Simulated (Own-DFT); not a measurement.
# What random displacements cost in hexagonal WC, 64 atoms (C32W32)

Calculated results; nothing here was measured. They come from Own-DFT, an in-house plane-wave density functional program, since retired, whose code no person has reviewed. Each row is one single-point run on a periodic cell that was not relaxed, without spin or spin-orbit coupling.

Settings of every run: PBEsol; PseudoDojo norm-conserving scalar-relativistic files, made for PBE; cutoff 50 hartree; 4 x 4 x 4 k mesh centred on Gamma; cold (Marzari-Vanderbilt) smearing of 0.2 eV.

Known limits, some of them of some rows only: some atoms lie very close together; forces on such cells moved up to 12 meV/angstrom on a denser k mesh; stress not checked against mesh or cutoff.

Cell vectors in Å: (5.833, -5.052, -2.839); (0.000, -5.052, 8.518); (-5.833, -5.052, -2.839). In each run every atom was moved at random and independently from its ideal site; u is the rms move along one axis. E is the free energy for each atom above the fitted value at u = 0, and F the rms of the force components.

```
run   u (Å)  E (meV/atom)  F (eV/Å)  largest force (eV/Å)  P (GPa)
  1  0.0198          13.9     0.505                  1.70    -4.83
  2  0.0209          16.2     0.551                  2.15    -4.73
  3  0.0460          76.1     1.251                  4.78    -2.22
  4  0.0525         111.8     1.563                  7.60    -0.66
  5  0.1015             ?         ?                     ?        ?
  6  0.1040         376.7     2.873                 10.61     9.60
  7  0.1326         603.1     3.631                 15.97    17.03
```

## Worked fit

For small independent moves the energy grows as E = (3/2) K u², with K the mean stiffness felt by one atom. The runs with u up to 0.11 Å give K = 24.6 ± 1.1 eV/Å², with residuals divided by u² + 0.0006 Å², since the noise grows with the moves. The scatter is 6.6 meV/atom at u = 0.05 Å. The forces follow F = G u with G = 27.3 eV/Å²; no force at u = 0 is resolved. G exceeds K because the moves of its neighbours add to the force on an atom, and stiffness differs between atoms. The pressure follows P = -5.10 + 1372 u² GPa: at fixed volume, shortened bonds push harder than stretched ones pull.

## Withheld run

Question: what energy and rms force should run 5 give?

The fit gives 380 ± 29 meV/atom and about 2.77 eV/Å. The calculation gave 408.5 meV/atom and 3.025 eV/Å.
